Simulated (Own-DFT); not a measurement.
Simulation results for AlN (wurtzite, atoms displaced)

A calculation, not a measurement: plane-wave PBE density functional theory by an unreviewed code, no spin, of a simulated periodic cell, stress positive in tension, free energy of the whole cell less one offset for each atom, forces on such cells passed a denser k mesh, this cell's mesh not checked; offsets are fitted by least squares, one for each functional and potential file, so energies compare only between cells with the same atoms and settings and are not formation energies; the far tail of each file's local potential was reset to the Coulomb form; each entry is a single point on an unrelaxed cell, so the pressure reflects the starting lattice, mostly measured values (interpolated for alloys), from which strain is counted, and rises with the displacements; printed positions are rounded, which can move forces by about a meV/angstrom; the program, named Own-DFT, is a retired in-house code; no spin-orbit coupling. Program: Own-DFT development build.

Settings shared by all entries: functional PBE; potential files PseudoDojo norm-conserving, scalar-relativistic, standard set; wave cutoff 42 hartree; occupations Fermi-Dirac; smearing width 0.1 eV; hardware one NVIDIA H100; k mesh 2 x 2 x 2 centred on Gamma.

(1) AlN (wurtzite, atoms displaced)

```
AlN
1.0
     12.4480     0.0000     0.0000
     -6.2240    10.7803     0.0000
      0.0000     0.0000     9.9640
Al N Al N Al N Al N Al N Al N Al N Al N Al N Al N Al N Al N Al N Al N Al N Al N Al N Al N Al N Al N Al N Al N Al N Al N Al N Al N Al N Al N Al N Al N Al N Al N
2 2 2 2 2 2 2 2 2 2 2 2 2 2 2 2 2 2 2 2 2 2 2 2 2 2 2 2 2 2 2 2 2 2 2 2 2 2 2 2 2 2 2 2 2 2 2 2 2 2 2 2 2 2 2 2 2 2 2 2 2 2 2 2
Direct
  0.08561 0.16661 0.99709
  0.16597 0.08143 0.24919
  0.08041 0.16295 0.19330
  0.16401 0.08160 0.44411
  0.08315 0.17045 0.50132
  0.16798 0.08492 0.75307
  0.08456 0.16681 0.69089
  0.16435 0.08092 0.93869
  0.08029 0.41309 0.99891
  0.16584 0.33001 0.25059
  0.08397 0.41733 0.18987
  0.16520 0.33061 0.44290
  0.08198 0.41368 0.49801
  0.16507 0.33436 0.74765
  0.08111 0.41612 0.69312
  0.16667 0.33402 0.93636
  0.08176 0.66572 0.99854
  0.16511 0.58169 0.25326
  0.08178 0.66536 0.19418
  0.16614 0.58411 0.44162
  0.08458 0.66774 0.49946
  0.16690 0.58510 0.74773
  0.08213 0.66837 0.69527
  0.16798 0.58328 0.94030
  0.08357 0.91490 0.99870
  0.16535 0.83449 0.25115
  0.08553 0.91859 0.19112
  0.16633 0.83464 0.44111
  0.08711 0.91790 0.50092
  0.16765 0.83540 0.74804
  0.08504 0.91850 0.69122
  0.16848 0.83221 0.94456
  0.33076 0.16741 0.99783
  0.41974 0.08497 0.24673
  0.33380 0.16789 0.19138
  0.41575 0.08033 0.43825
  0.33233 0.16804 0.50124
  0.41642 0.08486 0.75237
  0.33534 0.16683 0.69239
  0.41623 0.08225 0.94065
  0.33198 0.41586 0.00218
  0.41825 0.33511 0.25071
  0.33367 0.41489 0.19277
  0.41744 0.33235 0.44176
  0.33501 0.41818 0.49722
  0.41896 0.33581 0.75199
  0.33065 0.41711 0.68950
  0.41802 0.33407 0.93996
  0.33271 0.66531 0.00210
  0.41521 0.58628 0.25110
  0.33461 0.66560 0.19491
  0.41553 0.58023 0.44065
  0.33403 0.66937 0.49954
  0.41863 0.58196 0.75416
  0.33426 0.66525 0.69088
  0.41696 0.58373 0.94408
  0.33431 0.91612 0.00106
  0.41624 0.83030 0.25288
  0.33148 0.91471 0.19173
  0.41737 0.83333 0.44043
  0.33338 0.91579 0.50079
  0.41541 0.83260 0.75032
  0.33257 0.91755 0.69169
  0.41620 0.83549 0.93949
  0.58164 0.16712 0.00083
  0.66428 0.07955 0.25244
  0.58120 0.16444 0.19366
  0.66804 0.08287 0.43931
  0.58253 0.16567 0.50340
  0.66793 0.08451 0.74806
  0.58381 0.16662 0.68823
  0.66833 0.08257 0.94141
  0.58213 0.41678 0.00124
  0.66321 0.33281 0.25036
  0.58395 0.41747 0.19230
  0.66845 0.33298 0.44170
  0.58286 0.41847 0.50364
  0.66698 0.33723 0.75008
  0.58537 0.41547 0.69313
  0.66676 0.33391 0.94441
  0.58193 0.66548 0.99959
  0.66670 0.58140 0.24914
  0.58258 0.66644 0.19186
  0.66604 0.58262 0.44431
  0.58393 0.66861 0.49895
  0.66313 0.58146 0.75341
  0.58157 0.66422 0.68939
  0.66684 0.58038 0.94146
  0.58496 0.91907 0.00123
  0.66503 0.83319 0.24792
  0.58426 0.91518 0.19297
  0.66543 0.83210 0.44009
  0.58438 0.91655 0.49699
  0.66512 0.83351 0.75031
  0.58499 0.91809 0.69125
  0.66703 0.83197 0.94290
  0.83472 0.16690 0.00162
  0.91745 0.08695 0.24787
  0.83148 0.16575 0.19172
  0.91418 0.07926 0.44236
  0.83227 0.16383 0.50171
  0.91993 0.08638 0.74863
  0.83408 0.16555 0.69142
  0.91893 0.08665 0.94093
  0.83619 0.41583 0.99952
  0.91545 0.33215 0.24911
  0.83179 0.41442 0.19296
  0.91576 0.33314 0.43746
  0.83095 0.41400 0.49951
  0.91510 0.33209 0.75359
  0.83264 0.41484 0.69440
  0.91393 0.33432 0.94229
  0.83313 0.66775 0.00127
  0.91639 0.58279 0.24740
  0.83477 0.66637 0.18988
  0.91116 0.58096 0.44200
  0.83331 0.66803 0.50312
  0.91747 0.58295 0.74939
  0.83275 0.66781 0.69084
  0.91620 0.58548 0.93996
  0.83494 0.91599 0.00016
  0.91560 0.83526 0.24966
  0.83432 0.91678 0.19225
  0.91526 0.83640 0.44441
  0.83264 0.91876 0.50034
  0.91309 0.83020 0.75244
  0.83180 0.91418 0.69264
  0.91823 0.83690 0.94251
```

* free energy of cell above offsets: -62.414 eV
* pressure: 3.73 GPa
* stress xx: -4.05 GPa
* stress yy: -3.8 GPa
* stress zz: -3.35 GPa
* stress yz: 0.25 GPa
* stress xz: -0.12 GPa
* stress xy: 0.35 GPa
* wall time: 381.7 s

Force:
```csv
element,x (eV/Å),y (eV/Å),z (eV/Å)
Al,-0.573,0.079,0.471
Al,0.119,0.431,0.732
N,0.523,0.767,-0.794
N,0.212,0.85,-0.54
Al,0.391,-1.679,-0.039
Al,0.045,-0.338,-1.074
N,-0.096,0.327,0.103
N,0.336,0.38,0.621
Al,0.31,0.846,-0.023
Al,-0.151,0.296,-0.067
N,0.168,-0.569,0.18
N,0.09,0.898,-0.56
Al,-0.454,0.493,0.476
Al,0.325,-0.068,-0.022
N,-0.117,0.123,-0.568
N,0.177,-0.266,0.793
Al,0.44,0.047,0.412
Al,-0.059,0.3,-0.54
N,0.332,0.217,-0.469
N,0.321,-0.318,0.315
Al,-1.004,-0.324,0.182
Al,0.188,-0.257,0.402
N,0.568,-0.061,-0.942
N,-0.331,-0.32,0.14
Al,0.231,0.055,0.324
Al,0.408,-0.313,-0.246
N,-0.52,-0.532,-0.272
N,0.502,-0.449,0.093
Al,-1.288,-0.157,0.237
Al,-0.197,-0.098,0.778
N,-0.348,-0.25,0.408
N,-0.464,0.2,-0.698
Al,0.663,-0.295,0.416
Al,-0.998,-0.864,0.647
N,-0.069,0.01,-0.397
N,-0.208,0.601,0.434
Al,0.435,-0.771,-0.234
Al,0.568,-0.302,-0.428
N,-0.502,0.503,0.094
N,-0.353,0.336,0.332
Al,0.065,0.069,-0.188
Al,0.037,-0.467,0.171
N,-0.525,0.373,-0.111
N,-0.203,0.354,0.014
Al,-0.111,-0.56,0.537
Al,-0.508,-0.414,-0.618
N,0.849,-0.095,0.17
N,-0.546,0.031,0.331
Al,-0.257,0.555,-0.148
Al,1.234,-1.008,0.119
N,-1.018,0.152,-0.593
N,-0.341,1.027,-0.095
Al,0.442,-0.836,0.286
Al,-0.795,0.064,-0.623
N,-0.14,0.275,0.003
N,-0.014,-0.365,-0.16
Al,-0.334,0.019,0.205
Al,-0.472,0.717,-0.571
N,0.524,0.145,0.055
N,-0.066,0.037,0.314
Al,-0.143,0.38,-0.171
Al,0.233,0.23,-0.147
N,0.423,-0.056,-0.188
N,0.781,-0.601,0.49
Al,0.636,-0.122,0.018
Al,-0.008,0.706,-0.374
N,0.695,0.464,-0.647
N,-0.367,-0.059,0.593
Al,-0.084,-0.006,-1.091
Al,-0.15,-0.207,0.468
N,-0.149,0.265,1.05
N,-0.456,0.546,-0.088
Al,0.574,-0.244,0.151
Al,0.901,-0.175,0.242
N,-0.292,-0.213,-0.305
N,-1.06,-0.255,0.066
Al,0.657,-0.419,-0.475
Al,0.884,-1.156,0.573
N,-1.103,0.545,-0.163
N,-0.03,-0.047,-0.408
Al,0.473,0.185,0.457
Al,-0.126,0.726,0.614
N,0.131,-0.235,-0.158
N,-0.114,0.225,-0.563
Al,0.063,-0.639,0.016
Al,0.754,0.471,-0.635
N,0.029,0.366,0.495
N,-0.604,0.616,0.204
Al,-0.056,-0.606,-0.221
Al,0.952,-0.211,0.324
N,-0.768,0.065,-0.344
N,-0.009,0.292,-0.126
Al,-0.092,0.057,0.618
Al,0.359,-0.147,0.106
N,-0.443,-0.286,-0.357
N,-0.199,0.156,-0.169
Al,-0.385,-0.15,-0.11
Al,-0.127,-1.113,0.641
N,0.009,0.071,-0.173
N,-0.052,1.434,-0.366
Al,0.045,0.529,-0.435
Al,-0.138,-1.005,0.296
N,-0.148,0.415,-0.027
N,0.118,-0.433,-0.012
Al,-1.538,0.683,0.565
Al,-0.073,0.144,0.034
N,-0.116,0.215,-0.533
N,0.345,-0.406,0.673
Al,0.348,0.47,0.233
Al,0.027,0.045,-0.542
N,0.027,0.258,-0.468
N,1.12,-0.665,-0.106
Al,0.178,-0.002,-0.236
Al,-0.152,-0.337,0.772
N,-0.532,0.268,0.174
N,0.928,0.457,-0.034
Al,-0.124,0.152,-0.488
Al,-0.665,0.037,0.038
N,-0.012,-0.737,0.661
N,0.21,-0.471,0.207
Al,-0.641,0.642,0.14
Al,0.63,-0.298,0.645
N,-0.635,0.332,-0.401
N,0.812,-0.479,-0.562
Al,0.232,-0.871,0.387
Al,0.536,0.83,-0.494
N,-0.211,0.648,0.02
N,0.254,-0.881,-0.128
```

(2) AlN (wurtzite, atoms displaced)

```
AlN
1.0
     12.4480     0.0000     0.0000
     -6.2240    10.7803     0.0000
      0.0000     0.0000     9.9640
Al N Al N Al N Al N Al N Al N Al N Al N Al N Al N Al N Al N Al N Al N Al N Al N Al N Al N Al N Al N Al N Al N Al N Al N Al N Al N Al N Al N Al N Al N Al N Al N
2 2 2 2 2 2 2 2 2 2 2 2 2 2 2 2 2 2 2 2 2 2 2 2 2 2 2 2 2 2 2 2 2 2 2 2 2 2 2 2 2 2 2 2 2 2 2 2 2 2 2 2 2 2 2 2 2 2 2 2 2 2 2 2
Direct
  0.08563 0.16586 0.99965
  0.16736 0.08153 0.24840
  0.08274 0.16522 0.19105
  0.16535 0.08349 0.44123
  0.08738 0.17040 0.50079
  0.16314 0.07974 0.75123
  0.08532 0.16625 0.69085
  0.16741 0.08080 0.94008
  0.08049 0.41374 0.00074
  0.16546 0.32942 0.24877
  0.08452 0.41705 0.19031
  0.16680 0.33354 0.43791
  0.08250 0.41436 0.50102
  0.16752 0.33410 0.74910
  0.08313 0.41616 0.69018
  0.16488 0.33148 0.94296
  0.08291 0.66676 0.99963
  0.16536 0.58454 0.25022
  0.08489 0.66672 0.18978
  0.16964 0.58648 0.43754
  0.08300 0.66519 0.49970
  0.16675 0.58577 0.75321
  0.08318 0.66759 0.69188
  0.17057 0.58368 0.94554
  0.08361 0.91806 0.00144
  0.16585 0.83509 0.24942
  0.08502 0.91758 0.19485
  0.16767 0.83397 0.44260
  0.08103 0.91596 0.50060
  0.16681 0.83305 0.75128
  0.08377 0.91916 0.69058
  0.16646 0.83321 0.93937
  0.33501 0.16887 0.99854
  0.41806 0.08567 0.25241
  0.33442 0.16863 0.19039
  0.41969 0.08766 0.43995
  0.33575 0.16897 0.50147
  0.41414 0.08163 0.75196
  0.33253 0.16632 0.68792
  0.41816 0.08341 0.94063
  0.33182 0.41331 0.99964
  0.41566 0.33338 0.25177
  0.33350 0.41893 0.18966
  0.41584 0.33228 0.44115
  0.33066 0.41647 0.49763
  0.41806 0.33801 0.74913
  0.33197 0.41625 0.69169
  0.42107 0.34000 0.94290
  0.33338 0.66689 0.99997
  0.41714 0.58005 0.25243
  0.33401 0.66944 0.19361
  0.41756 0.58534 0.44013
  0.33480 0.66622 0.50023
  0.41594 0.58181 0.75015
  0.33823 0.66978 0.69251
  0.41560 0.58378 0.93973
  0.33498 0.91755 0.00112
  0.41932 0.83421 0.24898
  0.32920 0.91563 0.18845
  0.41769 0.83213 0.44133
  0.33003 0.91565 0.49845
  0.41782 0.83378 0.74791
  0.33353 0.91724 0.69178
  0.41699 0.83342 0.94156
  0.58397 0.16742 0.00221
  0.66524 0.08392 0.25296
  0.58329 0.16513 0.19318
  0.66498 0.08183 0.44372
  0.58302 0.16784 0.49878
  0.66473 0.08026 0.74823
  0.58344 0.16658 0.69324
  0.66612 0.08360 0.94180
  0.58570 0.41742 0.00018
  0.66722 0.33181 0.25033
  0.58688 0.41601 0.19187
  0.66567 0.33200 0.44169
  0.58598 0.41533 0.50004
  0.66507 0.32819 0.74692
  0.58675 0.41878 0.68936
  0.66673 0.33256 0.94244
  0.58508 0.66790 0.00053
  0.66879 0.58793 0.24908
  0.58488 0.66486 0.18987
  0.66661 0.58633 0.44020
  0.58511 0.66825 0.49937
  0.66661 0.58575 0.75138
  0.58514 0.66983 0.69244
  0.66660 0.58525 0.94123
  0.58548 0.91420 0.99871
  0.66609 0.83113 0.25357
  0.57926 0.91840 0.19399
  0.66477 0.83397 0.43850
  0.58304 0.91693 0.49657
  0.66872 0.83551 0.74983
  0.58353 0.91639 0.69293
  0.66484 0.83388 0.93914
  0.83364 0.16735 0.99802
  0.91775 0.08420 0.25023
  0.83608 0.16761 0.18771
  0.91590 0.08362 0.43801
  0.83135 0.16410 0.49790
  0.91806 0.08456 0.74747
  0.83325 0.16462 0.69019
  0.91686 0.08384 0.94091
  0.83290 0.41434 0.00004
  0.91304 0.33436 0.25081
  0.83121 0.41313 0.18850
  0.91629 0.33324 0.44099
  0.83195 0.41685 0.49938
  0.91251 0.33289 0.74957
  0.83146 0.41506 0.69380
  0.91726 0.33301 0.94281
  0.82901 0.66507 0.99990
  0.91762 0.58245 0.25272
  0.83437 0.66718 0.19477
  0.91365 0.58287 0.43911
  0.83471 0.66618 0.50132
  0.91294 0.58232 0.74980
  0.83217 0.66576 0.68943
  0.91806 0.58352 0.94274
  0.83113 0.91455 0.00055
  0.91825 0.83246 0.24912
  0.83214 0.91253 0.18917
  0.91481 0.83306 0.44060
  0.83694 0.91825 0.50230
  0.91530 0.83167 0.74949
  0.83256 0.91678 0.69248
  0.91775 0.83222 0.93585
```

* free energy of cell above offsets: -62.247 eV
* pressure: 3.79 GPa
* stress xx: -3.94 GPa
* stress yy: -3.66 GPa
* stress zz: -3.78 GPa
* stress yz: -0.21 GPa
* stress xz: -0.05 GPa
* stress xy: 0.35 GPa
* wall time: 366.7 s

Force:
```csv
element,x (eV/Å),y (eV/Å),z (eV/Å)
Al,-0.702,-0.226,0.007
Al,-0.212,0.725,0.64
N,0.475,-0.244,-0.239
N,0.518,0.02,-0.205
Al,-0.4,-0.821,-0.249
Al,0.649,0.849,-0.378
N,-0.426,0.294,-0.038
N,-0.115,0.661,0.286
Al,0.539,0.639,0.234
Al,-0.386,0.872,-0.324
N,-0.469,-0.297,0.439
N,-0.122,0.025,0.372
Al,-0.154,0.787,-0.479
Al,-0.365,-0.317,0.55
N,-0.274,0.225,0.31
N,0.343,0.015,-0.516
Al,0.452,0.062,0.067
Al,0.978,-0.191,-0.462
N,-0.92,0.185,0.339
N,-0.383,-0.864,0.959
Al,0.118,0.25,0.057
Al,0.649,-0.278,-0.125
N,-0.288,-0.421,-0.206
N,-1.197,-0.431,-0.766
Al,0.293,-0.783,-0.165
Al,0.711,-0.659,0.272
N,-0.528,-0.247,-0.877
N,-0.845,-0.376,-0.37
Al,0.328,0.357,-0.1
Al,-0.206,0.327,-0.241
N,-0.02,-1.086,-0.055
N,-0.034,0.183,0.478
Al,0.328,-0.037,0.056
Al,-0.235,-0.614,-0.636
N,-0.043,-0.197,-0.15
N,-0.327,-0.838,0.275
Al,-0.543,-0.594,-0.336
Al,0.232,0.412,-0.331
N,-0.046,0.35,1.113
N,-0.403,0.318,0.274
Al,-0.487,1.23,0.109
Al,0.442,0.397,-0.412
N,0.287,-0.95,0.301
N,0.041,0.651,0.13
Al,0.733,0.312,0.272
Al,0.571,-0.822,0
N,0.069,0.223,-0.568
N,0.051,-1.176,-0.649
Al,0.467,0.269,0.605
Al,-0.761,1.079,-0.658
N,0.551,-0.69,-0.332
N,0.407,-0.64,0.411
Al,-0.349,0.37,0.029
Al,0.105,0.668,0.191
N,-0.84,-0.859,-0.404
N,0.579,-0.338,0.324
Al,-0.145,-0.293,-0.337
Al,-1.36,-0.374,0.338
N,0.688,0.641,0.819
N,-0.687,0.456,0.002
Al,1.1,0.467,0.292
Al,-0.114,0.205,0.598
N,-0.087,-0.201,-0.365
N,0.119,0.129,-0.234
Al,0.137,-0.366,-0.202
Al,0.822,-0.124,-0.497
N,-0.227,0.377,-0.099
N,-0.059,0.583,-0.368
Al,0.292,-0.475,0.687
Al,0.104,0.482,0.519
N,-0.189,-0.699,-0.743
N,0.225,-0.147,-0.229
Al,0.043,0.11,0.341
Al,-0.296,0.086,-0.107
N,-0.773,0.378,0.073
N,0.467,0.239,-0.216
Al,-1.061,0.789,-0.264
Al,-0.493,0.918,0.936
N,-0.301,-0.22,0.374
N,-0.026,0.102,-0.495
Al,-0.933,-0.291,-0.258
Al,0.511,-1.182,0.455
N,-0.777,0.462,0.047
N,0.608,-0.624,0.132
Al,-0.324,-0.016,0.395
Al,0.074,-0.309,-0.402
N,-0.047,-0.477,-0.312
N,0.116,-0.384,-0.105
Al,-1.393,0.832,0.551
Al,-0.401,0.461,-0.885
N,1.855,-0.041,-0.628
N,0.846,0.138,0.822
Al,-0.123,-0.339,0.798
Al,-0.532,-0.242,-0.037
N,0.135,-0.039,-0.778
N,1.024,-0.392,0.241
Al,0.014,-0.411,0.169
Al,-0.219,-0.508,-0.537
N,-0.73,-0.202,0.768
N,0.504,0.092,0.673
Al,0.114,0.385,0.331
Al,0.035,-0.096,0.633
N,-0.376,0.379,-0.152
N,0.347,-0.316,-0.186
Al,-0.12,0.436,-0.205
Al,1.474,-0.385,-0.331
N,-0.184,0.829,0.574
N,-0.321,-0.032,0.143
Al,0.361,-0.226,0.357
Al,1.107,-0.307,0.198
N,-0.142,0.378,-0.778
N,-0.372,0.027,-0.763
Al,1.251,0.408,0.343
Al,-0.152,-0.043,-1.085
N,0.28,-0.147,-0.809
N,0.813,-0.149,0.629
Al,-0.965,0.231,-0.455
Al,0.649,0.116,0.475
N,0.043,0.126,0.244
N,-0.705,-0.329,-0.293
Al,0.337,0.446,-0.443
Al,-0.448,0.185,0.321
N,-0.115,0.527,0.329
N,0.508,-0.129,0.126
Al,-0.901,-0.17,-0.44
Al,0.239,0.361,-0.292
N,0.486,0.118,-0.348
N,-0.459,0.026,1.117
```
